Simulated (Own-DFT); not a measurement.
## Calculated data, Si4SnGe11 (diamond-structure random alloy, atoms displaced)

All values are calculated (Own-DFT development build). A calculation, not a measurement: plane-wave density functional theory by an unreviewed code, no spin, of a simulated periodic cell, stress positive in tension, run twice, with PBE and with PBEsol, both on files made for PBE, so the change isn't that of files made for PBEsol, forces on such cells moved up to 12 meV/angstrom on a denser k mesh; the far tail of each file's local potential was reset to the Coulomb form; each entry is a single point on an unrelaxed cell, so the pressure reflects the starting lattice, mostly measured values (interpolated for alloys), from which strain is counted, and rises with the displacements; printed positions are rounded, which can move forces by about a meV/angstrom; the program, named Own-DFT, is a retired in-house code; no spin-orbit coupling; stress was not checked against mesh or cutoff.

Common to all runs: functional PBE, then PBEsol; potential files PseudoDojo norm-conserving, scalar-relativistic, standard set; wave cutoff 49 hartree; occupations Fermi-Dirac; smearing width 0.1 eV; k mesh 3 x 3 x 3 centred on Gamma.

(1) Si4SnGe11 (diamond-structure random alloy, atoms displaced)

```
cell vectors (Å)
  11.3064     0.0000     0.0000
   0.0000    11.3064     0.0000
   0.0000     0.0000    11.3064
atoms (fractions of the cell vectors)
Ge  0.00022  0.00267  0.01445
Ge  0.99540  0.25758  0.23932
Si  0.24195  0.99083  0.25957
Ge  0.25829  0.23878  0.00333
Ge  0.12741  0.12431  0.13259
Si  0.12807  0.36386  0.37595
Si  0.37711  0.13193  0.37159
Ge  0.37889  0.37484  0.14365
Ge  0.99294  0.99615  0.49447
Ge  0.99509  0.24455  0.76033
Si  0.25587  0.01671  0.75385
Ge  0.25635  0.25855  0.51825
Ge  0.12041  0.13358  0.63178
Ge  0.11723  0.37851  0.86051
Ge  0.37844  0.12401  0.86474
Si  0.36892  0.37102  0.61499
Ge  0.99951  0.49144  0.99453
Sn  0.01019  0.75315  0.24842
Ge  0.24041  0.50214  0.25338
Si  0.25097  0.75989  0.00521
Si  0.14197  0.62421  0.12364
Ge  0.12392  0.85786  0.36980
Ge  0.38483  0.61801  0.36205
Ge  0.38148  0.87364  0.13061
Ge  0.99851  0.50003  0.49161
Sn  0.99349  0.74585  0.73784
Ge  0.25244  0.50897  0.74306
Ge  0.24973  0.76211  0.49801
Ge  0.12247  0.63024  0.62619
Ge  0.12048  0.86875  0.86395
Sn  0.37178  0.62124  0.88046
Ge  0.38177  0.86880  0.62292
Ge  0.50575  0.00039  0.00489
Ge  0.49144  0.25599  0.25079
Si  0.74085  0.00380  0.24666
Ge  0.75219  0.24196  0.00926
Si  0.62326  0.12978  0.12420
Ge  0.61347  0.37957  0.37392
Sn  0.87511  0.12705  0.37300
Ge  0.87624  0.36751  0.13656
Si  0.51587  0.99202  0.51438
Ge  0.49265  0.26014  0.75394
Si  0.76395  0.00459  0.74140
Si  0.74599  0.25237  0.49287
Ge  0.62381  0.12448  0.61743
Si  0.62970  0.38233  0.87914
Si  0.86909  0.12614  0.87569
Ge  0.87572  0.38526  0.62561
Ge  0.49893  0.50683  0.00584
Ge  0.50831  0.74747  0.24832
Ge  0.74229  0.49871  0.25186
Ge  0.74835  0.74885  0.99872
Ge  0.62476  0.63811  0.12809
Ge  0.63477  0.85370  0.38984
Ge  0.86857  0.62921  0.37458
Ge  0.87887  0.86470  0.12728
Ge  0.49956  0.50195  0.48986
Ge  0.49675  0.75049  0.76067
Ge  0.74847  0.49328  0.75263
Ge  0.74370  0.76266  0.50564
Si  0.62670  0.61156  0.63006
Ge  0.64095  0.87352  0.88333
Ge  0.88430  0.63093  0.87381
Si  0.87509  0.86896  0.62115
```

- PBE pressure: 5.49 GPa
- PBE stress xx: -5.78 GPa
- PBE stress yy: -5.13 GPa
- PBE stress zz: -5.56 GPa
- PBE stress yz: 0.78 GPa
- PBE stress xz: -1.93 GPa
- PBE stress xy: 0.21 GPa
- PBEsol pressure: 2.8 GPa
- PBEsol stress xx: -3.07 GPa
- PBEsol stress yy: -2.47 GPa
- PBEsol stress zz: -2.86 GPa
- PBEsol stress yz: 0.73 GPa
- PBEsol stress xz: -1.87 GPa
- PBEsol stress xy: 0.2 GPa
- rms change of force components from PBE to PBEsol: 0.066 eV/Å

Force:
```csv
force element,PBE force x (eV/Å),PBE force y (eV/Å),PBE force z (eV/Å),PBEsol force x (eV/Å),PBEsol force y (eV/Å),PBEsol force z (eV/Å)
Ge,-0.449,-0.365,-1.904,-0.421,-0.372,-1.807
Ge,3.22,-1.371,2.041,3.081,-1.353,1.945
Si,1.293,1.117,-0.191,1.225,1.059,-0.215
Ge,-0.374,1.395,-0.239,-0.36,1.335,-0.222
Ge,0.472,-0.257,0.034,0.41,-0.231,-0.014
Si,-0.411,0.799,0.145,-0.397,0.783,0.14
Si,-0.527,-1.76,1.512,-0.504,-1.661,1.479
Ge,-1.771,1.379,-2.716,-1.7,1.327,-2.614
Ge,1.998,-1.252,1.504,1.952,-1.184,1.426
Ge,-0.962,0.609,-0.932,-0.864,0.646,-0.944
Si,-1.336,-2.501,-1.482,-1.318,-2.437,-1.451
Ge,-2.254,-2.748,-3.402,-2.261,-2.724,-3.301
Ge,0.261,-1.276,-0.421,0.237,-1.19,-0.412
Ge,1.746,-0.42,1.027,1.658,-0.406,0.986
Ge,0.815,0.104,1.946,0.832,0.162,1.931
Si,2.619,3.298,2.415,2.567,3.23,2.376
Ge,0.309,0.933,1.179,0.284,0.887,1.097
Sn,-1.958,-4.104,-2.076,-1.95,-3.944,-1.972
Ge,0.549,-0.941,0.509,0.626,-0.919,0.504
Si,-0.699,-0.058,0.066,-0.651,-0.008,0.028
Si,-0.955,-0.225,-1.635,-0.958,-0.267,-1.556
Ge,2.26,4.54,3.341,2.181,4.372,3.278
Ge,-1.506,1.13,0.671,-1.441,1.079,0.638
Ge,-0.878,0.782,0.088,-0.781,0.75,0.082
Ge,0.651,-0.012,0.049,0.585,0.024,0.091
Sn,0.081,1.044,0.675,0.143,0.953,0.72
Ge,-1.036,-2.042,-1.349,-1.048,-1.946,-1.278
Ge,0.987,-2.12,0.238,0.934,-2.049,0.235
Ge,2.111,-1.935,-2.888,2.054,-1.882,-2.793
Ge,1.703,2.423,2.031,1.611,2.339,1.968
Sn,-0.85,1.086,0.644,-0.781,1.023,0.584
Ge,-0.33,1.71,0.917,-0.328,1.595,0.894
Ge,-0.037,0.236,-0.658,-0.062,0.19,-0.662
Ge,1.971,-1.953,0.703,1.902,-1.789,0.672
Si,-0.205,-1.616,-0.273,-0.16,-1.627,-0.23
Ge,-0.312,0.933,-1.121,-0.265,0.951,-1.052
Si,-0.632,-0.489,0.962,-0.653,-0.434,0.895
Ge,1.424,-1.343,-0.071,1.341,-1.258,-0.108
Sn,-0.866,0.247,-0.934,-0.758,0.226,-0.917
Ge,-1.901,2.571,-2.413,-1.835,2.463,-2.339
Si,-1.617,-0.349,-2.26,-1.559,-0.365,-2.183
Ge,1.207,0.303,-0.79,1.145,0.229,-0.755
Si,-0.816,-0.337,0.452,-0.87,-0.327,0.427
Si,-0.705,1.44,1.352,-0.697,1.418,1.329
Ge,1.036,1.115,1.426,0.999,1.101,1.411
Si,-0.746,-0.934,0.903,-0.726,-0.912,0.883
Si,0.556,-1.01,0.69,0.588,-0.945,0.731
Ge,-0.095,-1.81,-0.469,-0.076,-1.717,-0.426
Ge,1.612,-1.929,1.399,1.536,-1.827,1.382
Ge,-0.814,1.023,1.27,-0.782,0.965,1.227
Ge,0.33,0.447,-0.207,0.314,0.44,-0.185
Ge,1.663,-0.8,0.6,1.605,-0.758,0.585
Ge,0.907,-1.971,-1.075,0.867,-1.907,-1.04
Ge,-3.558,4.68,-4.066,-3.428,4.472,-3.93
Ge,-0.412,-0.447,0.621,-0.391,-0.447,0.607
Ge,-2.33,2.462,-1.091,-2.223,2.373,-1.091
Ge,-0.374,0.03,2.219,-0.361,0.019,2.059
Ge,2.141,0.356,-1.412,2.043,0.357,-1.356
Ge,0.448,1.041,0.349,0.513,1.011,0.318
Ge,2.921,-4.605,3.341,2.805,-4.466,3.15
Si,-0.709,1.498,-0.263,-0.686,1.464,-0.26
Ge,-1.155,1.66,-1.901,-1.145,1.563,-1.791
Ge,-2.432,-2.222,1.858,-2.367,-2.167,1.801
Si,-1.282,2.81,-0.938,-1.229,2.713,-0.976
```

(2) Si4SnGe11 (diamond-structure random alloy, atoms displaced)

```
cell vectors (Å)
  11.3064     0.0000     0.0000
   0.0000    11.3064     0.0000
   0.0000     0.0000    11.3064
atoms (fractions of the cell vectors)
Ge  0.01337  0.99828  0.00540
Ge  0.99698  0.25789  0.24694
Ge  0.24760  0.00188  0.24489
Si  0.25006  0.25671  0.00665
Ge  0.12352  0.12123  0.12501
Si  0.11632  0.36937  0.38631
Ge  0.38075  0.12997  0.37186
Ge  0.37775  0.38950  0.12600
Ge  0.00892  0.99401  0.49733
Ge  0.00953  0.23956  0.76048
Ge  0.25457  0.01068  0.74372
Ge  0.25821  0.25080  0.51365
Ge  0.13494  0.12614  0.63334
Si  0.12889  0.36552  0.87793
Ge  0.36773  0.12672  0.86989
Si  0.38370  0.36567  0.61950
Si  0.00065  0.51278  0.01676
Si  0.00233  0.75774  0.26055
Si  0.25128  0.50270  0.24495
Ge  0.25777  0.75074  0.99877
Si  0.13538  0.62133  0.13001
Si  0.11605  0.88029  0.37688
Ge  0.37352  0.62982  0.37999
Si  0.36855  0.88144  0.12572
Ge  0.99414  0.49583  0.50892
Ge  0.99930  0.74777  0.75425
Ge  0.25457  0.51021  0.74052
Si  0.24216  0.75711  0.50348
Ge  0.12831  0.61249  0.61608
Si  0.11518  0.88317  0.87736
Ge  0.37644  0.62659  0.87642
Ge  0.37663  0.88539  0.60184
Ge  0.49071  0.99238  0.99923
Ge  0.50021  0.24613  0.25510
Sn  0.75773  0.99719  0.25289
Si  0.73548  0.24047  0.00061
Ge  0.61338  0.14056  0.12498
Si  0.62833  0.37653  0.36324
Sn  0.86842  0.11782  0.38140
Ge  0.86692  0.37397  0.13200
Ge  0.48837  0.99762  0.51598
Ge  0.51202  0.26252  0.74076
Ge  0.76279  0.99959  0.74656
Ge  0.74731  0.24208  0.51665
Ge  0.62491  0.12766  0.61873
Ge  0.62294  0.37312  0.87167
Ge  0.87272  0.13087  0.87914
Si  0.87065  0.38567  0.63040
Ge  0.50278  0.49764  0.99992
Ge  0.49183  0.73905  0.25690
Ge  0.74391  0.50066  0.24469
Ge  0.73988  0.74532  0.98113
Ge  0.62573  0.62755  0.11763
Ge  0.62155  0.87092  0.38865
Ge  0.87406  0.62392  0.39008
Sn  0.87637  0.87187  0.12055
Ge  0.49366  0.48787  0.49255
Ge  0.50174  0.75078  0.75035
Si  0.75123  0.49111  0.74892
Sn  0.74204  0.75026  0.50124
Ge  0.63501  0.63168  0.62483
Ge  0.62100  0.87759  0.87115
Ge  0.88258  0.62935  0.86297
Ge  0.87983  0.86223  0.62040
```

- PBE pressure: 5.58 GPa
- PBE stress xx: -5.78 GPa
- PBE stress yy: -5.44 GPa
- PBE stress zz: -5.53 GPa
- PBE stress yz: 0.11 GPa
- PBE stress xz: 0.9 GPa
- PBE stress xy: -1.05 GPa
- PBEsol pressure: 2.89 GPa
- PBEsol stress xx: -3.08 GPa
- PBEsol stress yy: -2.75 GPa
- PBEsol stress zz: -2.84 GPa
- PBEsol stress yz: 0.1 GPa
- PBEsol stress xz: 0.84 GPa
- PBEsol stress xy: -1.01 GPa
- rms change of force components from PBE to PBEsol: 0.066 eV/Å

Force:
```csv
force element,PBE force x (eV/Å),PBE force y (eV/Å),PBE force z (eV/Å),PBEsol force x (eV/Å),PBEsol force y (eV/Å),PBEsol force z (eV/Å)
Ge,-1.271,1.085,-1.257,-1.265,1.099,-1.156
Ge,0.761,-0.744,0.709,0.692,-0.749,0.655
Ge,0.059,-0.287,1.321,0.037,-0.212,1.274
Si,0.236,-0.441,-0.31,0.277,-0.478,-0.253
Ge,0.698,2.065,0.25,0.648,1.95,0.262
Si,1.294,0.54,-0.851,1.242,0.509,-0.809
Ge,-1.301,-1.24,1.117,-1.252,-1.194,1.085
Ge,-0.503,-1.805,0.446,-0.417,-1.746,0.409
Ge,-0.012,0.6,2.203,-0.069,0.615,2.175
Ge,-0.987,1.713,-0.725,-0.959,1.589,-0.707
Ge,-0.072,-2.712,0.878,-0.055,-2.562,0.821
Ge,-1.045,-0.18,-1.811,-1.034,-0.25,-1.754
Ge,-1.549,0.029,-1.569,-1.474,0.023,-1.5
Si,-0.01,1.922,0.531,-0.037,1.89,0.444
Ge,1.224,1.337,1.05,1.191,1.243,0.982
Si,-0.403,1.91,0.975,-0.391,1.867,0.952
Si,-0.107,-1.219,-1.409,-0.177,-1.213,-1.397
Si,0.648,-2.194,0.007,0.558,-2.168,-0.013
Si,-0.552,-0.268,1.968,-0.45,-0.297,1.955
Ge,-1.502,0.652,0.369,-1.42,0.593,0.323
Si,-0.875,1.425,0.159,-0.825,1.47,0.115
Si,2.089,-1.04,-0.78,2.054,-0.922,-0.747
Ge,-1.722,-1.115,0.56,-1.587,-1.082,0.523
Si,0.59,-1.341,0.43,0.572,-1.31,0.41
Ge,0.095,-0.563,-1.01,0.102,-0.461,-0.977
Ge,1.956,0.926,-1.257,1.819,0.864,-1.243
Ge,0.661,-2.467,1.119,0.63,-2.34,1.076
Si,-0.136,-0.225,-1.227,-0.093,-0.253,-1.166
Ge,-0.321,2.199,0.554,-0.336,2.085,0.574
Si,2.12,-1.088,-1.207,2.073,-1.061,-1.181
Ge,0.339,-0.176,-0.456,0.325,-0.156,-0.444
Ge,-4.099,-4.549,4.917,-3.933,-4.348,4.788
Ge,0.36,1.272,0.04,0.383,1.263,-0.011
Ge,-0.138,2.439,-0.325,-0.149,2.315,-0.349
Sn,-5.6,-0.816,-1.745,-5.44,-0.801,-1.681
Si,1.331,1.608,-0.457,1.298,1.576,-0.441
Ge,0.106,-2.581,-0.626,0.051,-2.523,-0.552
Si,-0.283,-0.72,1.531,-0.285,-0.698,1.493
Sn,3.253,3.598,2.376,3.167,3.491,2.322
Ge,0.055,0.281,-1.9,0.052,0.277,-1.77
Ge,4.387,4.066,-4.469,4.258,3.934,-4.335
Ge,-1.342,-1.805,0.393,-1.246,-1.778,0.411
Ge,-0.773,-0.029,-0.056,-0.754,-0.034,-0.048
Ge,0.839,3.402,-1.642,0.789,3.22,-1.592
Ge,-0.951,-1.718,2.116,-0.914,-1.638,2.045
Ge,1.2,0.483,0.846,1.09,0.459,0.807
Ge,0.145,-0.924,0.695,0.186,-0.932,0.614
Si,0.475,-2.381,0.509,0.525,-2.382,0.425
Ge,0.128,0.536,-0.64,0.12,0.521,-0.609
Ge,0.977,1.993,-1.347,0.959,1.897,-1.258
Ge,0.548,0.703,0.855,0.563,0.691,0.783
Ge,0.853,-0.229,0.306,0.822,-0.214,0.294
Ge,-0.416,0.126,0.49,-0.406,0.101,0.466
Ge,-2.985,1.952,-2.456,-2.887,1.883,-2.376
Ge,1.172,-0.745,-2.724,1.112,-0.739,-2.602
Sn,0.793,-2.554,-1.88,0.745,-2.428,-1.856
Ge,1.223,0.812,0.083,1.175,0.844,0.057
Ge,-0.572,0.195,-0.965,-0.523,0.185,-0.917
Si,-0.168,1.541,0.534,-0.238,1.57,0.585
Sn,1.997,0.277,-0.502,1.951,0.265,-0.475
Ge,-3.005,-3.887,2.716,-2.935,-3.72,2.622
Ge,0.19,0.822,-0.419,0.183,0.764,-0.402
Ge,-1.458,-2.344,1.842,-1.416,-2.193,1.771
Ge,1.358,1.881,1.125,1.316,1.828,1.101
```

(3) Si4SnGe11 (diamond-structure random alloy, atoms displaced)

```
cell vectors (Å)
  11.3064     0.0000     0.0000
   0.0000    11.3064     0.0000
   0.0000     0.0000    11.3064
atoms (fractions of the cell vectors)
Ge  0.99794  0.00157  0.00627
Ge  0.00394  0.24575  0.24546
Ge  0.23984  0.00110  0.23872
Si  0.25535  0.25158  0.00937
Ge  0.12351  0.13548  0.13738
Ge  0.12415  0.37683  0.38106
Ge  0.38506  0.12386  0.37155
Ge  0.37880  0.37082  0.12643
Si  0.00195  0.00824  0.49664
Si  0.99302  0.25134  0.75825
Si  0.24827  0.00636  0.75728
Ge  0.25052  0.25532  0.49785
Ge  0.11976  0.11950  0.62266
Si  0.12738  0.36470  0.87023
Ge  0.37850  0.12582  0.86532
Ge  0.38461  0.36686  0.62727
Si  0.99510  0.50458  0.98454
Ge  0.00318  0.74335  0.25191
Si  0.25048  0.49690  0.24839
Ge  0.24935  0.74143  0.98777
Ge  0.12634  0.62949  0.13003
Ge  0.11929  0.88148  0.37228
Ge  0.36065  0.61882  0.37174
Ge  0.37892  0.87269  0.12178
Ge  0.99743  0.49467  0.49802
Sn  0.99064  0.73701  0.74825
Ge  0.24721  0.51660  0.74411
Sn  0.25621  0.74472  0.49214
Ge  0.11339  0.63350  0.62662
Ge  0.12576  0.88204  0.88106
Ge  0.37608  0.62501  0.87666
Si  0.38465  0.88047  0.62933
Ge  0.49660  0.01058  0.00160
Ge  0.50764  0.24559  0.25881
Ge  0.75149  0.99403  0.24782
Si  0.75749  0.25232  0.00140
Ge  0.62239  0.11408  0.12594
Si  0.63338  0.37289  0.37397
Ge  0.87234  0.12722  0.36600
Ge  0.86570  0.37194  0.12536
Si  0.48819  0.00938  0.49333
Ge  0.50264  0.25897  0.75085
Ge  0.75391  0.01428  0.74373
Ge  0.74854  0.24271  0.49046
Ge  0.61642  0.12979  0.62395
Ge  0.62405  0.37123  0.88746
Ge  0.88062  0.13160  0.87198
Ge  0.86509  0.37054  0.62462
Si  0.50356  0.49392  0.00398
Ge  0.50428  0.75916  0.24521
Ge  0.74470  0.50018  0.25555
Ge  0.74370  0.75578  0.98976
Ge  0.62815  0.63155  0.11735
Si  0.61386  0.88779  0.37104
Ge  0.87836  0.61705  0.36738
Sn  0.87330  0.87433  0.13116
Ge  0.48291  0.49201  0.50439
Ge  0.50481  0.74177  0.73611
Si  0.75320  0.50571  0.74650
Ge  0.76119  0.74297  0.49413
Si  0.62454  0.61761  0.62042
Si  0.63036  0.86450  0.86641
Ge  0.86316  0.62893  0.86927
Sn  0.87148  0.86563  0.62183
```

* PBE pressure: 4.91 GPa
* PBE stress xx: -4.85 GPa
* PBE stress yy: -4.87 GPa
* PBE stress zz: -5.02 GPa
* PBE stress yz: -0.36 GPa
* PBE stress xz: 0.23 GPa
* PBE stress xy: 1.03 GPa
* PBEsol pressure: 2.23 GPa
* PBEsol stress xx: -2.17 GPa
* PBEsol stress yy: -2.18 GPa
* PBEsol stress zz: -2.33 GPa
* PBEsol stress yz: -0.34 GPa
* PBEsol stress xz: 0.21 GPa
* PBEsol stress xy: 0.98 GPa
* rms change of force components from PBE to PBEsol: 0.056 eV/Å

Force:
```csv
force element,PBE force x (eV/Å),PBE force y (eV/Å),PBE force z (eV/Å),PBEsol force x (eV/Å),PBEsol force y (eV/Å),PBEsol force z (eV/Å)
Ge,1.124,1.539,-0.762,1.093,1.484,-0.743
Ge,-1.721,2.298,1.543,-1.672,2.204,1.495
Ge,1.656,-0.712,1.009,1.587,-0.688,0.979
Si,-0.715,-0.371,-1.405,-0.66,-0.391,-1.333
Ge,1.126,-0.985,-3.002,1.058,-0.995,-2.859
Ge,0.296,-0.045,-1.372,0.264,-0.069,-1.286
Ge,-2.793,0.434,-0.5,-2.73,0.49,-0.535
Ge,0.172,0.463,0.583,0.196,0.421,0.603
Si,-0.691,-0.583,-0.751,-0.67,-0.569,-0.743
Si,1.3,0.527,-1.669,1.219,0.473,-1.681
Si,0.14,-0.996,-1.212,0.107,-0.944,-1.16
Ge,0.467,-1.239,0.499,0.456,-1.191,0.482
Ge,0.484,1.177,0.847,0.498,1.175,0.805
Si,0.157,1.328,0.606,0.198,1.337,0.577
Ge,-0.659,0.817,1.107,-0.569,0.805,1.096
Ge,-2.683,0.813,0.388,-2.583,0.799,0.349
Si,0.382,-0.933,1.128,0.34,-0.873,1.119
Ge,0.336,0.226,0.779,0.333,0.223,0.753
Si,-0.623,-0.5,-0.456,-0.607,-0.486,-0.441
Ge,-0.122,1.376,1.674,-0.115,1.341,1.624
Ge,0.23,-1.516,-1.462,0.212,-1.404,-1.415
Ge,-0.156,0.388,-0.03,-0.122,0.335,-0.079
Ge,3.284,-1.787,-2.376,3.196,-1.711,-2.243
Ge,-1.276,0.344,-0.853,-1.228,0.341,-0.823
Ge,-0.324,0.346,0.962,-0.315,0.342,0.916
Sn,1.831,2.258,3.139,1.765,2.188,3.037
Ge,0.117,-2.24,0.312,0.133,-2.131,0.288
Sn,-1.548,3.015,2.479,-1.546,2.887,2.368
Ge,2.208,-2.931,-2.657,2.157,-2.867,-2.574
Ge,0.12,-0.231,-0.451,0.095,-0.26,-0.387
Ge,1.274,-0.91,-0.596,1.176,-0.847,-0.613
Si,-0.734,0.646,-0.058,-0.718,0.562,-0.033
Ge,0.223,-2.056,-1.357,0.204,-1.972,-1.273
Ge,0.636,0.796,-1.064,0.576,0.718,-1.058
Ge,-2.301,1.66,2.028,-2.209,1.65,1.927
Si,-1.173,-1.366,-0.008,-1.148,-1.337,-0.007
Ge,1.283,1.782,-0.093,1.208,1.694,-0.064
Si,-1.482,0.408,0.786,-1.45,0.389,0.772
Ge,0.842,-0.722,0.47,0.787,-0.673,0.429
Ge,1.439,1.154,-0.186,1.404,1.127,-0.114
Si,1.53,-1.625,1.727,1.491,-1.505,1.683
Ge,0.673,-0.83,0.855,0.643,-0.811,0.815
Ge,-1.142,-0.845,0.912,-1.088,-0.799,0.866
Ge,-0.361,0.566,0.754,-0.316,0.524,0.757
Ge,0.093,-0.385,-0.742,0.132,-0.333,-0.688
Ge,1.115,0.722,-0.919,1.05,0.67,-0.937
Ge,-0.779,-0.571,1.208,-0.771,-0.629,1.177
Ge,0.641,0,0.275,0.63,-0.003,0.203
Si,-0.576,0.895,0.095,-0.559,0.871,0.091
Ge,-0.267,-0.977,0.818,-0.288,-0.952,0.728
Ge,-0.107,-0.045,-1.176,-0.043,-0.007,-1.175
Ge,0.32,-0.659,0.34,0.352,-0.696,0.375
Ge,-0.539,-0.829,0.485,-0.495,-0.763,0.491
Si,0.917,-0.761,0.996,0.939,-0.773,0.919
Ge,0.14,0.022,0.507,0.135,0.027,0.506
Sn,0.698,-1.835,-1.382,0.678,-1.769,-1.342
Ge,2.477,0.944,-1.549,2.343,0.895,-1.486
Ge,0.13,0.745,1.01,0.101,0.701,1.017
Si,-1.57,-0.992,-0.001,-1.488,-0.998,0.032
Ge,-3.491,-1.018,-1.784,-3.32,-0.993,-1.724
Si,0.47,-0.387,-0.772,0.415,-0.345,-0.789
Si,-1.329,2.218,-0.718,-1.299,2.163,-0.704
Ge,-0.968,-2.144,2.205,-0.929,-2.008,2.142
Sn,-0.206,4.117,-1.165,-0.228,3.957,-1.113
```
